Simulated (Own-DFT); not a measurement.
## Calculated data, HfO$_{2}$ (monoclinic hafnia, atoms displaced)

All values are calculated (Own-DFT development build). A calculation, not a measurement: plane-wave density functional theory by an unreviewed code, no spin, of a simulated periodic cell, stress positive in tension, run twice, with PBE and with PBEsol, both on files made for PBE, so the change isn't that of files made for PBEsol, hafnium file: forces about 75 meV/angstrom off all-electron values; oxygen file: force components 24 meV/angstrom off all-electron in one glass; forces on such cells passed a denser k mesh, this cell's mesh not checked; the far tail of each file's local potential was reset to the Coulomb form; each entry is a single point on an unrelaxed cell, so the pressure reflects the starting lattice, mostly measured values (interpolated for alloys), from which strain is counted, and rises with the displacements; printed positions are rounded, which can move forces by about a meV/angstrom; the program, named Own-DFT, is a retired in-house code; no spin-orbit coupling; stress was not checked against mesh or cutoff.

```json
{"formula": "HfO2", "kind": "monoclinic hafnia, atoms displaced", "structure": {"cell_angstrom": [[10.234, 0.0, 0.0], [0.0, 10.35, 0.0], [-1.6955, 0.0, 10.4453]], "atoms_fractional": [["Hf", 0.14117, 0.01416, 0.10187], ["Hf", 0.36276, 0.2663, 0.145], ["Hf", 0.35958, 0.48226, 0.39535], ["Hf", 0.14104, 0.23467, 0.35315], ["O", 0.03628, 0.16982, 0.16689], ["O", 0.46296, 0.4166, 0.07669], ["O", 0.46101, 0.3316, 0.32414], ["O", 0.03668, 0.08241, 0.42294], ["O", 0.22498, 0.38166, 0.24042], ["O", 0.27257, 0.13157, 0.01126], ["O", 0.2739, 0.12032, 0.2621], ["O", 0.22361, 0.37449, 0.48765], ["Hf", 0.13793, 0.02014, 0.60383], ["Hf", 0.36151, 0.27039, 0.64223], ["Hf", 0.35764, 0.47883, 0.89292], ["Hf", 0.13684, 0.23097, 0.85349], ["O", 0.03827, 0.16929, 0.67275], ["O", 0.46722, 0.41765, 0.57767], ["O", 0.46342, 0.33436, 0.82069], ["O", 0.03512, 0.0827, 0.9237], ["O", 0.22601, 0.38154, 0.74197], ["O", 0.27699, 0.12751, 0.50454], ["O", 0.2778, 0.1198, 0.76274], ["O", 0.22084, 0.37044, 0.98962], ["Hf", 0.13763, 0.5226, 0.10242], ["Hf", 0.36491, 0.77268, 0.14637], ["Hf", 0.35761, 0.98255, 0.39268], ["Hf", 0.13929, 0.73194, 0.35562], ["O", 0.03741, 0.66611, 0.17113], ["O", 0.4635, 0.91746, 0.07579], ["O", 0.46611, 0.83595, 0.32569], ["O", 0.03965, 0.5795, 0.42163], ["O", 0.22689, 0.87675, 0.23689], ["O", 0.27526, 0.62765, 0.00922], ["O", 0.27619, 0.62197, 0.26116], ["O", 0.22499, 0.87124, 0.49006], ["Hf", 0.13825, 0.51934, 0.60713], ["Hf", 0.36038, 0.77203, 0.64522], ["Hf", 0.36423, 0.97872, 0.89528], ["Hf", 0.13516, 0.72915, 0.8508], ["O", 0.03769, 0.66652, 0.67393], ["O", 0.464, 0.91345, 0.57669], ["O", 0.46291, 0.8335, 0.82383], ["O", 0.03731, 0.58348, 0.91904], ["O", 0.22383, 0.88106, 0.73898], ["O", 0.27463, 0.62803, 0.50753], ["O", 0.27892, 0.61944, 0.75943], ["O", 0.22344, 0.87293, 0.99009], ["Hf", 0.6398, 0.01948, 0.1045], ["Hf", 0.86322, 0.27014, 0.14426], ["Hf", 0.86231, 0.48129, 0.39535], ["Hf", 0.63806, 0.22947, 0.35132], ["O", 0.53225, 0.16916, 0.17325], ["O", 0.96417, 0.41443, 0.0753], ["O", 0.96143, 0.33207, 0.32448], ["O", 0.54035, 0.08169, 0.42168], ["O", 0.72669, 0.37917, 0.24107], ["O", 0.77319, 0.1291, 0.01046], ["O", 0.77568, 0.12313, 0.26287], ["O", 0.72226, 0.37283, 0.49326], ["Hf", 0.63617, 0.01676, 0.59944], ["Hf", 0.86256, 0.27219, 0.64798], ["Hf", 0.86334, 0.4784, 0.89544], ["Hf", 0.6384, 0.23003, 0.85651], ["O", 0.5387, 0.16556, 0.67163], ["O", 0.96384, 0.41657, 0.57639], ["O", 0.96445, 0.33475, 0.8259], ["O", 0.53331, 0.08529, 0.92309], ["O", 0.72676, 0.38173, 0.73661], ["O", 0.77451, 0.13464, 0.51182], ["O", 0.77311, 0.12271, 0.75834], ["O", 0.72278, 0.37351, 0.99157], ["Hf", 0.64048, 0.52272, 0.10456], ["Hf", 0.86497, 0.76895, 0.14536], ["Hf", 0.86129, 0.9795, 0.39589], ["Hf", 0.63712, 0.73242, 0.35151], ["O", 0.53743, 0.66542, 0.17304], ["O", 0.96382, 0.92009, 0.07652], ["O", 0.96557, 0.83327, 0.32774], ["O", 0.53673, 0.58206, 0.42343], ["O", 0.72795, 0.87634, 0.23864], ["O", 0.77472, 0.62813, 0.01064], ["O", 0.77669, 0.61955, 0.2622], ["O", 0.72522, 0.86943, 0.48925], ["Hf", 0.6389, 0.5227, 0.6061], ["Hf", 0.86625, 0.7718, 0.64657], ["Hf", 0.86481, 0.97744, 0.89589], ["Hf", 0.63783, 0.73226, 0.85214], ["O", 0.53759, 0.66598, 0.67556], ["O", 0.96411, 0.91399, 0.57501], ["O", 0.96458, 0.83657, 0.83002], ["O", 0.5366, 0.58468, 0.92403], ["O", 0.72305, 0.87863, 0.74015], ["O", 0.7739, 0.63316, 0.50764], ["O", 0.77873, 0.62146, 0.76277], ["O", 0.72709, 0.87002, 0.99286]]}, "settings": {"functional": "PBE, then PBEsol", "potential_files": "PseudoDojo norm-conserving, scalar-relativistic, standard set", "wave_cutoff [hartree]": 72.0, "occupations": "Fermi-Dirac", "smearing_width [eV]": 0.1, "k_mesh": "2 x 2 x 2 centred on Gamma"}, "results": {"PBE_pressure [GPa]": 3.89, "PBE_stress_xx [GPa]": -3.61, "PBE_stress_yy [GPa]": -3.91, "PBE_stress_zz [GPa]": -4.15, "PBE_stress_yz [GPa]": -0.06, "PBE_stress_xz [GPa]": -0.07, "PBE_stress_xy [GPa]": 0.51, "PBEsol_pressure [GPa]": -2.57, "PBEsol_stress_xx [GPa]": 2.87, "PBEsol_stress_yy [GPa]": 2.5, "PBEsol_stress_zz [GPa]": 2.33, "PBEsol_stress_yz [GPa]": -0.06, "PBEsol_stress_xz [GPa]": 0.29, "PBEsol_stress_xy [GPa]": 0.49, "force_element": ["Hf", "Hf", "Hf", "Hf", "O", "O", "O", "O", "O", "O", "O", "O", "Hf", "Hf", "Hf", "Hf", "O", "O", "O", "O", "O", "O", "O", "O", "Hf", "Hf", "Hf", "Hf", "O", "O", "O", "O", "O", "O", "O", "O", "Hf", "Hf", "Hf", "Hf", "O", "O", "O", "O", "O", "O", "O", "O", "Hf", "Hf", "Hf", "Hf", "O", "O", "O", "O", "O", "O", "O", "O", "Hf", "Hf", "Hf", "Hf", "O", "O", "O", "O", "O", "O", "O", "O", "Hf", "Hf", "Hf", "Hf", "O", "O", "O", "O", "O", "O", "O", "O", "Hf", "Hf", "Hf", "Hf", "O", "O", "O", "O", "O", "O", "O", "O"], "PBE_force_x [eV/angstrom]": [-0.775, -0.375, 1.089, -1.117, 0.338, 0.111, 0.173, -0.056, -0.34, 0.296, 0.167, -0.106, -0.149, 1.109, 1.255, 0.157, 0.063, -0.656, 0.173, 0.061, -0.39, -0.115, -0.053, 0.095, 0.462, -0.065, 0.989, -0.117, -0.358, 0.459, -0.172, -0.217, -0.295, 0.045, 0.063, -0.17, 0.104, 0.488, -0.393, 0.903, -0.28, 0.059, 0.087, -0.405, -0.172, 0.071, -0.413, 0.103, -0.085, 0.061, -0.351, -0.121, 1.021, 0.427, 0.64, -1.009, -0.349, 0.011, -0.013, 0.32, 0.246, -0.75, -0.625, -0.153, -0.837, 0.523, 0.325, 0.119, -0.246, 0.389, 0.441, 0.168, -0.651, -0.257, 0.229, 0.073, -0.549, 0.049, 0.156, -0.163, -0.336, 0.542, 0.231, 0.039, 0.182, -1.365, -0.94, -0.014, -0.669, 0.552, 0.705, -0.362, 0.334, 0.475, 0.157, -0.3], "PBE_force_y [eV/angstrom]": [1.649, 1.636, -0.312, -0.482, -0.37, -0.071, 0.111, 0.127, -0.17, -0.69, -0.08, -0.452, 0.657, 0.099, -0.109, -0.533, -0.345, -0.352, -0.004, 0.167, -0.493, 0.302, 0.327, 0.219, -0.73, -1.062, -0.304, -0.948, 0.427, 0.118, 0.19, 0.401, 0.103, 0.516, 0.339, 0.091, -0.107, -0.629, 0.387, 0.076, 0.223, 0.295, 0.222, -0.12, -0.441, 0.439, 0.543, -0.404, 0.427, 0.041, -0.608, 1.053, -1.192, 0.614, -0.01, -0.494, 0.072, -0.126, -0.636, 0.037, 1.003, -0.217, 0.214, 0.07, 0.175, 0.34, -0.113, -0.127, -0.237, -0.87, -0.353, -0.372, -0.784, 0.003, 0.478, -1.075, 0.595, -0.557, -0.037, 0.446, 0.452, 0.308, 0.492, 0.506, -0.277, -0.532, 1.317, -0.922, 0.461, 0.41, -0.854, 0.043, -0.064, -0.084, 0.328, 0.2], "PBE_force_z [eV/angstrom]": [0.143, -0.074, -0.186, -0.689, 0.379, -0.157, 0.675, -0.158, -0.18, -0.254, -0.426, 0.527, -0.149, 0.512, 1.124, 0.567, -0.238, -0.04, 0.497, -0.522, -0.546, 0.805, -0.513, -0.293, 0.281, -0.278, 0.477, -0.201, 0.065, 0.209, 0.011, -0.083, 0.505, 0.064, -0.216, -0.225, -0.901, -0.098, -0.155, 0.89, -0.241, -0.297, 0.398, 0.073, -0.057, 0.665, -0.146, -0.378, -0.003, 0.295, 0.231, 0.956, -0.438, -0.097, 0.496, -0.427, -0.207, 0.091, -0.455, -0.658, 0.77, -0.849, 0.017, -0.921, -0.163, 0.252, 0.316, 0.199, 0.91, -0.304, 0.662, -0.535, -0.232, -0.028, -0.054, 0.652, -0.014, 0.444, -0.003, -0.387, 0.001, 0.143, -0.402, -0.014, -0.651, -0.337, -0.037, 0.445, -0.277, 0.353, -0.537, -0.311, -0.168, 0.567, -0.146, -0.307], "PBEsol_force_x [eV/angstrom]": [-0.747, -0.356, 1.047, -1.075, 0.325, 0.096, 0.161, -0.052, -0.277, 0.225, 0.109, -0.041, -0.143, 1.097, 1.21, 0.157, 0.071, -0.65, 0.154, 0.066, -0.318, -0.17, -0.114, 0.153, 0.46, -0.067, 0.948, -0.104, -0.343, 0.436, -0.174, -0.206, -0.221, -0.024, -0.003, -0.105, 0.111, 0.477, -0.383, 0.875, -0.266, 0.05, 0.073, -0.385, -0.1, 0.005, -0.469, 0.155, -0.07, 0.068, -0.349, -0.112, 0.996, 0.406, 0.619, -0.976, -0.275, -0.059, -0.081, 0.378, 0.239, -0.749, -0.615, -0.147, -0.81, 0.506, 0.309, 0.124, -0.17, 0.312, 0.365, 0.23, -0.624, -0.264, 0.226, 0.08, -0.524, 0.046, 0.145, -0.153, -0.268, 0.462, 0.162, 0.1, 0.181, -1.339, -0.907, -0.009, -0.639, 0.528, 0.681, -0.337, 0.386, 0.399, 0.088, -0.226], "PBEsol_force_y [eV/angstrom]": [1.651, 1.644, -0.342, -0.51, -0.339, -0.061, 0.087, 0.101, -0.175, -0.677, -0.077, -0.434, 0.683, 0.154, -0.147, -0.564, -0.323, -0.331, -0.027, 0.139, -0.475, 0.283, 0.319, 0.221, -0.67, -0.982, -0.33, -0.978, 0.43, 0.127, 0.164, 0.381, 0.1, 0.489, 0.331, 0.093, -0.062, -0.56, 0.337, 0.019, 0.237, 0.3, 0.204, -0.126, -0.436, 0.42, 0.524, -0.372, 0.46, 0.091, -0.638, 0.976, -1.14, 0.612, -0.022, -0.495, 0.066, -0.124, -0.616, 0.042, 1.034, -0.161, 0.165, 0.013, 0.186, 0.349, -0.123, -0.142, -0.231, -0.853, -0.33, -0.359, -0.718, 0.052, 0.418, -1.096, 0.601, -0.534, -0.051, 0.421, 0.434, 0.296, 0.481, 0.503, -0.237, -0.473, 1.236, -0.955, 0.468, 0.411, -0.846, 0.03, -0.077, -0.085, 0.32, 0.204], "PBEsol_force_z [eV/angstrom]": [0.1, -0.042, -0.16, -0.701, 0.42, -0.202, 0.601, -0.094, -0.163, -0.24, -0.404, 0.505, -0.176, 0.539, 1.113, 0.534, -0.175, -0.081, 0.432, -0.458, -0.528, 0.773, -0.496, -0.301, 0.247, -0.237, 0.485, -0.22, 0.109, 0.155, -0.047, -0.027, 0.49, 0.06, -0.201, -0.223, -0.91, -0.066, -0.132, 0.841, -0.173, -0.329, 0.334, 0.118, -0.066, 0.64, -0.141, -0.355, -0.037, 0.316, 0.242, 0.909, -0.373, -0.147, 0.43, -0.363, -0.201, 0.096, -0.441, -0.634, 0.724, -0.81, 0.034, -0.929, -0.112, 0.204, 0.26, 0.241, 0.881, -0.3, 0.648, -0.522, -0.257, -0.002, -0.03, 0.613, 0.038, 0.369, -0.051, -0.326, 0.003, 0.148, -0.392, -0.018, -0.663, -0.31, -0.001, 0.4, -0.217, 0.3, -0.573, -0.255, -0.163, 0.551, -0.139, -0.294], "rms_change_of_force_components_from_PBE_to_PBEsol [eV/angstrom]": 0.037}}
```
